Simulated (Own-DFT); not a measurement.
Simulation results for HfO2 (monoclinic hafnia, atoms displaced)

All values are calculated (Own-DFT development build). A calculation, not a measurement: plane-wave PBE density functional theory by an unreviewed code, no spin, of a simulated periodic cell, stress positive in tension, free energy of the whole cell less one offset for each atom, hafnium file: forces about 75 meV/angstrom off all-electron values; oxygen file: force components 24 meV/angstrom off all-electron in one glass; forces on such cells passed a denser k mesh, this cell's mesh not checked; offsets are fitted by least squares, one for each functional and potential file, so energies compare only between cells with the same atoms and settings and are not formation energies; the far tail of each file's local potential was reset to the Coulomb form; each entry is a single point on an unrelaxed cell, so the pressure reflects the starting lattice, mostly measured values, from which strain is counted, and rises with the displacements; printed positions are rounded, which can move forces by about a meV/angstrom; the program is a retired in-house code; no spin-orbit coupling; before rounding, a Quantum ESPRESSO 7.3.1 run of the same cell and cutoff gave forces within 1 meV/angstrom rms on each cell, which checks the program and not the settings.

Common to all runs: functional PBE; potential files PseudoDojo norm-conserving, scalar-relativistic, standard set; wave cutoff 72 hartree; occupations Fermi-Dirac; smearing width 0.1 eV; k mesh 2 x 2 x 2 centred on Gamma.

(1) 
```cif
# cell vector a (Å): 10.2340 0.0000 0.0000
# cell vector b (Å): 0.0000 10.3500 0.0000
# cell vector c (Å): -1.6955 0.0000 10.4453
data_HfO2
_symmetry_space_group_name_H-M 'P 1'
_symmetry_Int_Tables_number 1
_cell_length_a 10.2340
_cell_length_b 10.3500
_cell_length_c 10.5820
_cell_angle_alpha 90.000
_cell_angle_beta 99.220
_cell_angle_gamma 90.000
_cell_volume 1106.39
loop_
_atom_site_label
_atom_site_type_symbol
_atom_site_fract_x
_atom_site_fract_y
_atom_site_fract_z
_atom_site_occupancy
Hf1 Hf 0.13380 0.01757 0.10228 1
Hf2 Hf 0.36178 0.27354 0.14817 1
Hf3 Hf 0.36131 0.48080 0.38968 1
Hf4 Hf 0.13809 0.22815 0.35604 1
O1 O 0.04635 0.16531 0.16909 1
O2 O 0.45892 0.42543 0.07291 1
O3 O 0.45563 0.33719 0.32473 1
O4 O 0.04085 0.08173 0.42506 1
O5 O 0.22063 0.37697 0.24568 1
O6 O 0.27747 0.12548 0.00648 1
O7 O 0.27520 0.12015 0.25638 1
O8 O 0.22463 0.36975 0.49717 1
Hf5 Hf 0.13803 0.01842 0.60118 1
Hf6 Hf 0.36030 0.26268 0.65352 1
Hf7 Hf 0.36581 0.48083 0.89210 1
Hf8 Hf 0.13690 0.23079 0.85941 1
O9 O 0.03555 0.15616 0.67152 1
O10 O 0.46270 0.41863 0.57761 1
O11 O 0.45592 0.32511 0.82711 1
O12 O 0.03329 0.08815 0.92126 1
O13 O 0.22570 0.37529 0.74545 1
O14 O 0.28087 0.12992 0.51315 1
O15 O 0.27556 0.11581 0.76120 1
O16 O 0.21728 0.36608 0.99346 1
Hf9 Hf 0.13645 0.52472 0.10061 1
Hf10 Hf 0.36351 0.76350 0.15619 1
Hf11 Hf 0.36194 0.98050 0.40013 1
Hf12 Hf 0.13042 0.72872 0.34988 1
O17 O 0.03096 0.66446 0.16708 1
O18 O 0.46270 0.91602 0.07283 1
O19 O 0.45868 0.83568 0.31879 1
O20 O 0.04260 0.58441 0.43124 1
O21 O 0.22518 0.88518 0.24465 1
O22 O 0.28101 0.63592 0.00521 1
O23 O 0.27047 0.62067 0.26003 1
O24 O 0.22177 0.87312 0.48622 1
Hf13 Hf 0.13079 0.51903 0.61110 1
Hf14 Hf 0.36475 0.76282 0.64671 1
Hf15 Hf 0.35630 0.97967 0.89246 1
Hf16 Hf 0.13323 0.73243 0.85814 1
O25 O 0.02822 0.66837 0.68488 1
O26 O 0.45901 0.90992 0.56952 1
O27 O 0.46083 0.83551 0.83132 1
O28 O 0.04228 0.57980 0.92987 1
O29 O 0.22704 0.88253 0.74323 1
O30 O 0.27426 0.63674 0.50690 1
O31 O 0.26746 0.61936 0.75865 1
O32 O 0.22228 0.87401 0.98688 1
Hf17 Hf 0.63953 0.01916 0.11074 1
Hf18 Hf 0.86950 0.26382 0.14957 1
Hf19 Hf 0.86167 0.47509 0.40759 1
Hf20 Hf 0.64541 0.22797 0.35421 1
O33 O 0.53392 0.16997 0.16827 1
O34 O 0.96567 0.41076 0.07555 1
O35 O 0.95715 0.33679 0.33486 1
O36 O 0.53353 0.08837 0.41452 1
O37 O 0.72465 0.36886 0.24082 1
O38 O 0.76910 0.12933 0.00564 1
O39 O 0.76976 0.11392 0.24734 1
O40 O 0.72241 0.36609 0.48615 1
Hf21 Hf 0.64055 0.02315 0.60173 1
Hf22 Hf 0.85942 0.26963 0.64374 1
Hf23 Hf 0.86848 0.47372 0.89748 1
Hf24 Hf 0.64078 0.23687 0.86306 1
O41 O 0.54426 0.17471 0.68295 1
O42 O 0.96718 0.41820 0.57712 1
O43 O 0.96996 0.33716 0.82924 1
O44 O 0.54084 0.08850 0.92015 1
O45 O 0.72262 0.37391 0.74295 1
O46 O 0.77706 0.13231 0.51545 1
O47 O 0.77743 0.12719 0.76821 1
O48 O 0.72084 0.37304 0.99578 1
Hf25 Hf 0.64067 0.52178 0.10224 1
Hf26 Hf 0.86603 0.77392 0.15515 1
Hf27 Hf 0.86815 0.97830 0.39477 1
Hf28 Hf 0.63595 0.72479 0.34907 1
O49 O 0.53481 0.65966 0.16901 1
O50 O 0.96030 0.91258 0.07455 1
O51 O 0.96764 0.82358 0.32380 1
O52 O 0.53640 0.57675 0.42256 1
O53 O 0.72709 0.88032 0.23962 1
O54 O 0.77709 0.63629 0.01141 1
O55 O 0.77981 0.62849 0.25906 1
O56 O 0.71721 0.87301 0.48599 1
Hf29 Hf 0.64182 0.51484 0.60472 1
Hf30 Hf 0.85924 0.76997 0.64088 1
Hf31 Hf 0.85686 0.97450 0.89312 1
Hf32 Hf 0.64395 0.72654 0.84779 1
O57 O 0.53486 0.67009 0.66995 1
O58 O 0.96259 0.92188 0.57778 1
O59 O 0.96101 0.83884 0.82993 1
O60 O 0.53336 0.58855 0.93342 1
O61 O 0.72369 0.87749 0.74139 1
O62 O 0.78230 0.62584 0.50314 1
O63 O 0.77253 0.62578 0.75743 1
O64 O 0.71613 0.87172 0.99102 1
_calc_free_energy_of_cell_above_offsets '-93.209'  # eV
_calc_pressure 5.42  # GPa
_calc_stress_xx -5.41  # GPa
_calc_stress_yy -5.16  # GPa
_calc_stress_zz -5.68  # GPa
_calc_stress_yz -0.74  # GPa
_calc_stress_xz -0.62  # GPa
_calc_stress_xy 1.25  # GPa
```

Force:
| element | x (eV/Å) | y (eV/Å) | z (eV/Å) |
| --- | --- | --- | --- |
| Hf | 2.206 | -0.535 | -0.765 |
| Hf | -0.132 | -0.866 | -0.956 |
| Hf | -1.398 | -0.449 | 2.27 |
| Hf | 1.728 | 1.164 | 0.192 |
| O | -2.312 | 1.411 | 0.977 |
| O | 0.041 | -0.827 | 0.743 |
| O | 2.063 | -1.018 | 0.232 |
| O | -1.28 | -0.208 | -1.297 |
| O | -0.468 | 0.542 | -0.588 |
| O | -0.515 | 0.674 | 0.699 |
| O | -0.033 | 0.419 | 0.857 |
| O | -0.398 | 0.017 | -0.525 |
| Hf | 1.573 | -0.48 | 1.706 |
| Hf | 0.518 | 1.089 | -0.822 |
| Hf | -0.773 | -0.172 | 0.868 |
| Hf | 1.416 | -1.264 | -0.318 |
| O | -1.379 | 1.867 | 0.092 |
| O | 0.743 | 0.098 | 0.417 |
| O | 0.675 | 1.117 | 1.19 |
| O | -0.905 | -0.779 | 0.371 |
| O | -0.74 | 0.392 | -0.568 |
| O | -0.362 | -0.483 | -0.627 |
| O | -0.249 | 1.173 | -0.852 |
| O | 0.512 | 0.919 | 0.208 |
| Hf | 1.255 | -1.403 | 0.946 |
| Hf | -0.002 | 2.157 | -3.038 |
| Hf | -0.694 | -0.057 | -1.428 |
| Hf | 3.267 | -0.615 | 1.506 |
| O | 0.354 | 0.008 | 0.583 |
| O | -0.005 | -0.443 | 1.135 |
| O | 1.861 | -0.6 | 1.578 |
| O | -1.546 | -0.538 | -0.411 |
| O | -0.665 | -0.907 | -0.584 |
| O | -0.877 | -0.872 | 0.547 |
| O | 0.303 | 0.029 | -0.533 |
| O | -0.685 | -0.088 | 0.16 |
| Hf | 3.021 | 0.83 | -0.386 |
| Hf | -1.417 | 1.524 | 0.282 |
| Hf | 1.696 | -0.107 | 1.435 |
| Hf | 1.539 | 0.714 | 0.131 |
| O | -0.127 | -0.602 | -1.153 |
| O | 1.729 | 0.966 | 0.809 |
| O | 1.418 | -1.378 | -1.031 |
| O | -1.18 | 0.27 | -1.388 |
| O | -0.954 | -0.951 | -1.006 |
| O | 0.108 | -0.878 | 0.346 |
| O | 0.277 | 0.12 | 0 |
| O | -0.877 | -0.358 | 0.517 |
| Hf | -2.131 | -0.33 | -3.741 |
| Hf | -1.045 | 0.534 | -1.145 |
| Hf | 0.515 | 1.653 | -2.881 |
| Hf | -2.006 | 0.106 | -1.901 |
| O | 0.031 | 0.339 | 0.71 |
| O | -0.07 | 0.115 | 0.154 |
| O | 1.841 | -2.069 | -0.712 |
| O | 0.431 | -0.425 | 1.229 |
| O | -0.083 | 1.074 | -0.025 |
| O | 1.481 | 0.447 | 1.636 |
| O | 1.537 | 0.705 | 2.944 |
| O | 0.082 | 0.757 | 1.449 |
| Hf | -1.878 | 0.186 | 1.058 |
| Hf | 0.904 | -1.106 | 1.971 |
| Hf | -0.967 | 1.06 | 0.82 |
| Hf | -1.064 | -2.182 | -0.179 |
| O | -0.102 | -1.317 | -2.151 |
| O | -1.612 | -1.305 | 0.996 |
| O | -0.626 | -0.002 | -0.997 |
| O | -1.133 | -0.794 | 0.307 |
| O | 0.877 | 1.382 | -0.734 |
| O | 0.339 | -0.872 | -1.249 |
| O | 0.707 | -0.541 | -1.299 |
| O | 1.021 | 0.556 | -0.292 |
| Hf | 0.337 | -0.468 | 0.175 |
| Hf | -1.814 | -1.028 | -3.628 |
| Hf | -0.72 | -0.413 | 0.109 |
| Hf | -0.333 | 0.342 | 0.018 |
| O | -0.433 | 0.946 | 1.502 |
| O | 0.645 | 0.798 | 0.266 |
| O | -1.762 | 2.723 | 1.828 |
| O | 1.025 | 0.999 | -0.294 |
| O | -0.034 | -0.43 | 1.258 |
| O | 0.239 | -1.006 | -0.557 |
| O | -0.538 | -1.431 | 0.703 |
| O | 0.774 | -0.16 | 0.008 |
| Hf | -2.275 | 0.285 | -0.332 |
| Hf | 0.059 | 0.554 | 0.825 |
| Hf | -0.774 | 1.791 | 1.107 |
| Hf | -2.369 | 1.563 | 2.578 |
| O | 1.145 | -1.327 | -0.063 |
| O | -0.853 | -1.056 | -0.551 |
| O | 0.662 | -1.171 | -0.754 |
| O | 0.733 | 0.213 | -1.903 |
| O | -0.023 | 0.521 | -1.188 |
| O | -0.909 | 0.666 | 1.201 |
| O | 1.081 | -1.455 | -0.386 |
| O | 0.754 | -0.044 | -0.41 |

(2) 
```cif
# cell vector a (Å): 10.2340 0.0000 0.0000
# cell vector b (Å): 0.0000 10.3500 0.0000
# cell vector c (Å): -1.6955 0.0000 10.4453
data_HfO2
_symmetry_space_group_name_H-M 'P 1'
_symmetry_Int_Tables_number 1
_cell_length_a 10.2340
_cell_length_b 10.3500
_cell_length_c 10.5820
_cell_angle_alpha 90.000
_cell_angle_beta 99.220
_cell_angle_gamma 90.000
_cell_volume 1106.39
loop_
_atom_site_label
_atom_site_type_symbol
_atom_site_fract_x
_atom_site_fract_y
_atom_site_fract_z
_atom_site_occupancy
Hf1 Hf 0.13892 0.01224 0.11003 1
Hf2 Hf 0.35639 0.26531 0.14459 1
Hf3 Hf 0.35658 0.47645 0.39540 1
Hf4 Hf 0.14251 0.23533 0.34846 1
O1 O 0.03566 0.16015 0.18069 1
O2 O 0.46002 0.41444 0.07751 1
O3 O 0.46329 0.33239 0.32753 1
O4 O 0.02954 0.07016 0.42625 1
O5 O 0.21829 0.38846 0.24304 1
O6 O 0.28917 0.14454 0.00746 1
O7 O 0.28761 0.12546 0.26126 1
O8 O 0.23953 0.35656 0.48840 1
Hf5 Hf 0.13256 0.03045 0.60303 1
Hf6 Hf 0.37931 0.26679 0.65759 1
Hf7 Hf 0.35430 0.48641 0.88250 1
Hf8 Hf 0.13634 0.22574 0.85587 1
O9 O 0.04249 0.16536 0.66542 1
O10 O 0.47259 0.40571 0.58555 1
O11 O 0.46916 0.36855 0.83720 1
O12 O 0.03900 0.09348 0.94150 1
O13 O 0.21786 0.36359 0.73881 1
O14 O 0.27463 0.12793 0.50667 1
O15 O 0.26999 0.11347 0.76559 1
O16 O 0.21501 0.38161 0.00169 1
Hf9 Hf 0.13533 0.51904 0.10740 1
Hf10 Hf 0.36750 0.78316 0.14341 1
Hf11 Hf 0.35735 0.98381 0.39443 1
Hf12 Hf 0.13715 0.72147 0.35312 1
O17 O 0.03614 0.66530 0.17260 1
O18 O 0.46104 0.91179 0.06614 1
O19 O 0.46500 0.83165 0.34075 1
O20 O 0.03877 0.57507 0.42383 1
O21 O 0.23641 0.88424 0.23892 1
O22 O 0.27027 0.61409 0.01853 1
O23 O 0.27788 0.61990 0.26973 1
O24 O 0.23340 0.86278 0.49594 1
Hf13 Hf 0.14351 0.53407 0.59990 1
Hf14 Hf 0.35951 0.76860 0.65820 1
Hf15 Hf 0.36740 0.97601 0.89290 1
Hf16 Hf 0.14043 0.74793 0.84075 1
O25 O 0.03382 0.64864 0.67355 1
O26 O 0.45713 0.90441 0.56718 1
O27 O 0.45992 0.83225 0.83152 1
O28 O 0.04366 0.59018 0.92241 1
O29 O 0.22419 0.87661 0.73445 1
O30 O 0.27451 0.63689 0.49955 1
O31 O 0.27693 0.60846 0.74993 1
O32 O 0.22522 0.85972 0.97896 1
Hf17 Hf 0.64212 0.02591 0.10036 1
Hf18 Hf 0.85900 0.27944 0.14209 1
Hf19 Hf 0.86879 0.47337 0.40687 1
Hf20 Hf 0.65313 0.23145 0.34784 1
O33 O 0.52923 0.16512 0.17812 1
O34 O 0.95560 0.41430 0.06914 1
O35 O 0.97171 0.33052 0.33395 1
O36 O 0.53964 0.08010 0.42821 1
O37 O 0.71326 0.37964 0.24650 1
O38 O 0.78342 0.12908 0.01510 1
O39 O 0.77279 0.11702 0.26406 1
O40 O 0.73896 0.37880 0.49203 1
Hf21 Hf 0.64044 0.01846 0.60936 1
Hf22 Hf 0.86501 0.26576 0.66011 1
Hf23 Hf 0.86158 0.47887 0.89875 1
Hf24 Hf 0.62540 0.23893 0.84271 1
O41 O 0.54876 0.15723 0.67898 1
O42 O 0.96985 0.42115 0.59076 1
O43 O 0.96634 0.33598 0.82022 1
O44 O 0.53623 0.09347 0.92945 1
O45 O 0.71632 0.38155 0.74079 1
O46 O 0.76136 0.12174 0.50224 1
O47 O 0.78348 0.11645 0.76624 1
O48 O 0.72741 0.37955 0.98909 1
Hf25 Hf 0.63238 0.52753 0.10854 1
Hf26 Hf 0.85467 0.76448 0.14271 1
Hf27 Hf 0.86508 0.97601 0.40223 1
Hf28 Hf 0.63496 0.73746 0.35920 1
O49 O 0.54995 0.66277 0.17057 1
O50 O 0.95355 0.92851 0.06935 1
O51 O 0.95780 0.83553 0.33123 1
O52 O 0.52411 0.57416 0.41706 1
O53 O 0.71365 0.88529 0.25560 1
O54 O 0.77850 0.63635 0.00252 1
O55 O 0.75736 0.62526 0.25571 1
O56 O 0.72847 0.87444 0.48698 1
Hf29 Hf 0.64720 0.51291 0.60839 1
Hf30 Hf 0.86402 0.78106 0.63926 1
Hf31 Hf 0.85835 0.99389 0.89820 1
Hf32 Hf 0.62052 0.72988 0.86540 1
O57 O 0.52642 0.65863 0.65972 1
O58 O 0.95676 0.90458 0.58030 1
O59 O 0.96339 0.83038 0.82462 1
O60 O 0.52970 0.59853 0.90807 1
O61 O 0.72810 0.88215 0.74972 1
O62 O 0.78122 0.62414 0.51352 1
O63 O 0.76785 0.62307 0.76687 1
O64 O 0.71359 0.87405 0.98829 1
_calc_free_energy_of_cell_above_offsets '-82.749'  # eV
_calc_pressure 9.4  # GPa
_calc_stress_xx -9.27  # GPa
_calc_stress_yy -9.84  # GPa
_calc_stress_zz -9.08  # GPa
_calc_stress_yz 0.19  # GPa
_calc_stress_xz 0.05  # GPa
_calc_stress_xy 0.69  # GPa
```

Force:
| element | x (eV/Å) | y (eV/Å) | z (eV/Å) |
| --- | --- | --- | --- |
| Hf | -1.404 | 2.113 | -0.658 |
| Hf | 1.547 | 3.563 | 1.397 |
| Hf | 1.991 | -0.262 | -0.146 |
| Hf | 0.346 | -0.987 | 1.175 |
| O | 0.015 | 0.066 | -0.653 |
| O | 1.099 | 0.803 | -0.385 |
| O | 0.253 | -0.316 | 0.175 |
| O | 2.184 | 2.119 | 0.023 |
| O | -0.371 | -1.936 | 0.368 |
| O | -1.287 | -2.919 | -1.289 |
| O | -1.641 | -0.374 | -0.516 |
| O | -0.903 | 1.031 | 1.153 |
| Hf | 2.804 | -3.385 | -1.881 |
| Hf | -3.913 | 1.381 | -3.381 |
| Hf | -4.145 | 0.96 | 5.196 |
| Hf | 1.603 | 1.975 | 1.114 |
| O | -3.014 | 1.956 | 1.609 |
| O | 0.075 | -0.276 | 0.279 |
| O | 4.102 | -6.007 | -2.734 |
| O | -0.177 | -0.37 | -1.657 |
| O | 1.491 | 0.859 | 0.031 |
| O | -0.27 | -0.326 | 1.183 |
| O | 1.057 | 0.142 | -0.337 |
| O | 0.28 | -2.404 | -2.236 |
| Hf | 1.245 | 1.059 | -1.289 |
| Hf | -0.622 | -4.587 | 1.496 |
| Hf | 1.703 | -0.516 | 2.206 |
| Hf | 0.541 | 1.263 | 0.623 |
| O | -1.748 | 1.353 | 0.261 |
| O | 1.496 | 1.225 | 0.688 |
| O | -0.2 | -0.207 | -2.366 |
| O | 0.162 | 0.919 | -0.802 |
| O | -1.046 | -0.619 | -0.601 |
| O | 2.276 | 2.777 | -0.201 |
| O | -0.499 | 0.904 | -1.496 |
| O | -1.902 | 0.765 | -1.204 |
| Hf | -0.392 | -4.011 | 0.009 |
| Hf | 2.533 | -0.519 | -5.439 |
| Hf | -1.435 | 2.141 | 0.404 |
| Hf | -3.537 | -4.763 | 1.195 |
| O | -1.015 | 2.952 | 0.139 |
| O | 1.841 | 1.366 | 2.243 |
| O | -0.779 | 0.792 | -0.524 |
| O | -1.601 | -0.671 | -0.174 |
| O | -0.594 | 1.139 | 0.362 |
| O | -0.361 | -1.128 | 1.765 |
| O | 0.013 | 2.372 | 0.001 |
| O | 0.528 | 2.622 | 2.181 |
| Hf | -0.484 | -0.15 | 2.371 |
| Hf | 0.015 | -1.497 | 1.331 |
| Hf | -0.354 | 1.453 | -0.386 |
| Hf | -4.448 | -0.707 | 1.56 |
| O | 1.516 | -1.21 | -0.815 |
| O | 1.393 | 0.199 | 1.418 |
| O | -1.216 | 0.304 | -0.873 |
| O | -1.151 | 0.052 | -0.234 |
| O | 2.131 | 0.559 | -1.386 |
| O | -0.761 | 1.038 | -0.216 |
| O | 1.164 | 0.493 | -1.457 |
| O | -1.395 | -2.302 | 0.987 |
| Hf | -0.111 | -2.987 | -3.047 |
| Hf | 0.558 | 1.455 | -3.074 |
| Hf | 1.027 | 3.068 | -1.947 |
| Hf | 1.97 | 0.725 | 4.162 |
| O | -2.566 | 1.884 | 0.673 |
| O | -0.247 | -1.062 | -0.887 |
| O | -0.281 | -0.466 | 1.058 |
| O | -0.32 | 0.135 | -1.261 |
| O | 1.01 | -2.037 | 0.789 |
| O | 1.922 | 1.388 | 2.385 |
| O | -0.427 | 2.816 | -1.544 |
| O | -1.116 | -1.307 | -0.169 |
| Hf | 0.631 | -3.941 | -1.552 |
| Hf | 0.368 | 1.03 | 1.016 |
| Hf | -2.223 | 0.419 | -2.007 |
| Hf | -0.265 | -2.033 | 0.85 |
| O | -5.084 | 4.662 | 0.138 |
| O | 0.889 | -1.747 | 2.207 |
| O | 1.399 | -1.863 | -1.161 |
| O | 2.185 | 1.138 | 0.557 |
| O | 0.506 | -0.232 | -2.533 |
| O | -0.584 | -0.568 | 1.527 |
| O | 3.353 | -0.54 | 0.934 |
| O | -1.17 | -0.957 | 1.732 |
| Hf | -1.407 | 3.445 | -1.457 |
| Hf | -4.431 | -6.264 | 3.541 |
| Hf | 0.679 | -3.924 | 0.588 |
| Hf | 7.895 | 2.629 | -3.903 |
| O | -0.005 | 0.585 | 1.291 |
| O | 4.986 | 4.861 | -1.078 |
| O | 0.591 | 1.315 | 0.224 |
| O | -3.997 | -5.186 | 3.108 |
| O | -0.26 | 0.453 | -1.292 |
| O | -0.251 | 0.869 | -0.323 |
| O | -0.087 | -0.774 | -0.396 |
| O | 0.126 | 0.742 | 1.24 |
